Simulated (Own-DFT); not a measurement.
# What a defect does to the pressure of its cell: zincblende GaAs

Calculated, not measured: single-point runs of Own-DFT, a retired in-house plane-wave DFT program that no person has reviewed, on unrelaxed cells, without spin or spin-orbit coupling.

Settings: PBE; PseudoDojo norm-conserving scalar-relativistic files; cutoff 42 hartree; 3 x 3 x 3 k mesh centred on Gamma; Fermi-Dirac smearing of 0.1 eV.

Known weak points (not all hold for every row): not probed for a lower state with spin; forces on such cells failed a check on a denser k mesh; forces not confirmed at this smearing and k mesh; forces on such cells passed a denser k mesh, each cell not checked; stress not checked against mesh or cutoff.

All runs share one cell, with vectors in Å (11.307, 0.000, 0.000); (0.000, 11.307, 0.000); (0.000, 0.000, 11.307) and a volume of 1445.4 Å³. The atoms are randomly displaced, by u rms on each axis. The defect's site can differ from row to row.

```
cell,formula,u (Å),P (GPa)
no defect,As32Ga32,0.0191,3.50
no defect,As32Ga32,0.0204,3.53
no defect,As32Ga32,0.0517,3.99
two As vacancies,As30Ga32,0.0315,3.20
two As vacancies,As30Ga32,0.0344,3.16
two As vacancies,As30Ga32,0.0512,3.63
one Al on a Ga site,AlAs32Ga31,0.0464,3.89
one Al on a Ga site,AlAs32Ga31,0.0479,3.93
one Al on a Ga site,AlAs32Ga31,0.0494,3.95
one P on an As site,As31Ga32P,0.0288,3.32
one P on an As site,As31Ga32P,0.0308,3.35
one P on an As site,As31Ga32P,0.0309,3.35
one As on a Ga site,As33Ga31,0.0287,4.22
one As on a Ga site,As33Ga31,0.0305,4.28
one As on a Ga site,As33Ga31,0.0489,4.63
one As on a Ga site,As33Ga31,0.0492,?
```

## Working it out

P = P0 + c u² + a shift for each defect gives P0 = 3.40 GPa, c = 237 ± 14 GPa/Å² and a scatter of 0.04 GPa. The shifts, and each times the cell's volume:

- one As on a Ga site: 0.65 ± 0.03 GPa, 5.9 eV
- one Al on a Ga site: -0.02 ± 0.03 GPa, -0.2 eV (not resolved)
- one P on an As site: -0.27 ± 0.03 GPa, -2.4 eV
- two As vacancies: -0.45 ± 0.03 GPa, -4.0 eV (-2.0 eV for each of its 2 sites)

Positive is outwards. The product with the volume (160.2 GPa Å³ to the eV) is nearly free of the cell's size; divided by the bulk modulus at the cell's pressure it gives the volume that the defect adds. The atoms around the defects weren't relaxed, which would change these numbers.

## Test on the hidden row

The question: what pressure belongs in the blank (one As on a Ga site, u = 0.0492 Å)?

Estimate: 4.62 ± 0.04 GPa. Computed: 4.54 GPa.
